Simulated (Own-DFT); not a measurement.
# Larger atoms on a fixed lattice: Ge in Si

Calculated, not measured: single-point runs of Own-DFT, a retired in-house plane-wave DFT program that no person has reviewed, on unrelaxed cells, without spin or spin-orbit coupling.

Method: PBE; PseudoDojo norm-conserving scalar-relativistic files; cutoff 42 hartree; 3 x 3 x 2 k mesh centred on Gamma; Fermi-Dirac smearing of 0.1 eV.

Known weak points: forces on such cells moved up to 12 meV/angstrom on a denser k mesh; stress not checked against mesh or cutoff.

One cell of 96 atoms is used throughout, with vectors in Å (10.862, 0.000, 0.000); (0.000, 10.862, 0.000); (0.000, 0.000, 16.293). Some planes normal to z hold Ge in place of Si, either as pure planes or mixed at random through a layer; x is the share of Ge among all Ge and Si sites. u is the rms random offset of the atoms per axis. Stress is positive in tension.

| x | layer | u (Å) | (s_xx + s_yy)/2 (GPa) | s_zz (GPa) |
|---|---|---|---|---|
| 0.125 | mixed layer | 0.0309 | -3.75 | -3.79 |
| 0.125 | mixed layer | 0.0293 | -3.75 | -3.76 |
| 0.167 | pure planes | 0.0310 | -4.46 | -4.44 |
| 0.167 | pure planes | 0.0600 | -5.10 | -5.30 |
| 0.188 | mixed layer | 0.0619 | ? | ? |
| 0.250 | mixed layer | 0.0290 | -5.41 | -5.38 |
| 0.250 | mixed layer | 0.0292 | -5.49 | -5.54 |
| 0.500 | pure planes | 0.0317 | -9.20 | -9.23 |
| 0.500 | pure planes | 0.0300 | -9.22 | -9.13 |

## Fit

In the plane: -1.67 - 14.5 x - 285 u² GPa (slope in x ± 0.2, scatter 0.08). Along z: -1.63 - 14.4 x - 355 u² GPa (± 0.2, scatter 0.08). The two slopes nearly agree: every atom sits on the host's lattice on all three axes, so the larger Ge atoms are squeezed alike in all directions, and the layering hardly shows. The constants are the stress of this functional at the host's measured lattice. A real film keeps the in-plane spacing but grows in height until s_zz vanishes, which relieves part of the in-plane stress too.

## The run left out

Question: what are the two stresses at x = 0.188?

The fit gives -5.5 and -5.7 GPa. The calculation gave -5.38 and -5.70 GPa.
